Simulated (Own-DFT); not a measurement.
# How strain changes the stress of wurtzite GaN, 72 atoms (Ga36N36)

All numbers below are calculated, not measured. The program, named Own-DFT, is a retired in-house plane-wave density functional code that no person has reviewed. Each row is one single-point run on a periodic cell that was not relaxed, without spin or spin-orbit coupling.

Settings of every run: PBE; PseudoDojo norm-conserving scalar-relativistic files (stringent for Ga); cutoff 96 hartree; 4 x 4 x 3 k mesh centred on Gamma; Gaussian smearing of 0.01 eV.

Known limits: forces not confirmed at this smearing and k mesh; stress not checked against mesh or cutoff.

Unstrained cell vectors in Å: (9.567, 0.000, 0.000); (-4.784, 8.285, 0.000); (0.000, 0.000, 10.370). The unstrained cell has measured lattice constants (interpolated for alloys), not those of this functional. That, the random moves and any unrelaxed bonds set the pressure at no strain. Each run strains this cell uniformly, with the atoms carried along. Every atom was also moved at random, by a Gaussian of width 0.05 Å on each axis. Strain is the symmetric tensor, in per cent. Stress is positive in tension, and the pressure is minus a third of its trace.

```
run,e_xx (%),e_yy (%),e_zz (%),s_xx (GPa),s_yy (GPa),s_zz (GPa),P (GPa),E (meV/atom)
1,0.00,0.00,-1.00,-5.88,-7.56,-13.64,9.03,22.9
2,0.00,0.00,0.50,-7.86,-5.67,-4.34,5.96,7.8
3,0.00,0.00,-1.75,-7.76,-8.19,-17.33,11.09,33.3
4,0.00,0.00,3.00,-4.46,-5.52,5.21,1.59,5.6
5,0.00,0.00,2.00,-3.44,-6.19,0.53,3.03,0.0
6,0.00,0.00,1.00,-6.33,-5.74,-3.75,5.27,14.3
7,0.00,0.00,2.50,-5.15,-5.10,2.67,2.52,9.2
8,0.00,0.00,-1.50,-8.95,-7.71,-16.17,10.94,49.1
9,0.00,0.00,1.25,?,?,?,?,?
```

E is the free energy for each atom above the lowest run shown.

## Worked fit

The change of volume is close to e_xx + e_yy + e_zz. A straight line through the runs shown gives P = 7.39 - 203 x (fractional change of volume) GPa, with an error of 8 on the slope and a scatter of 0.37 GPa. The strain isn't the same on all axes and the cell isn't cubic, so the slope belongs to this path and is not the bulk modulus.

## Withheld run

Question: what pressure should run 9 give? Its volume changes by 1.25 %.

The line gives 4.8 GPa. The calculation gave 4.28 GPa.
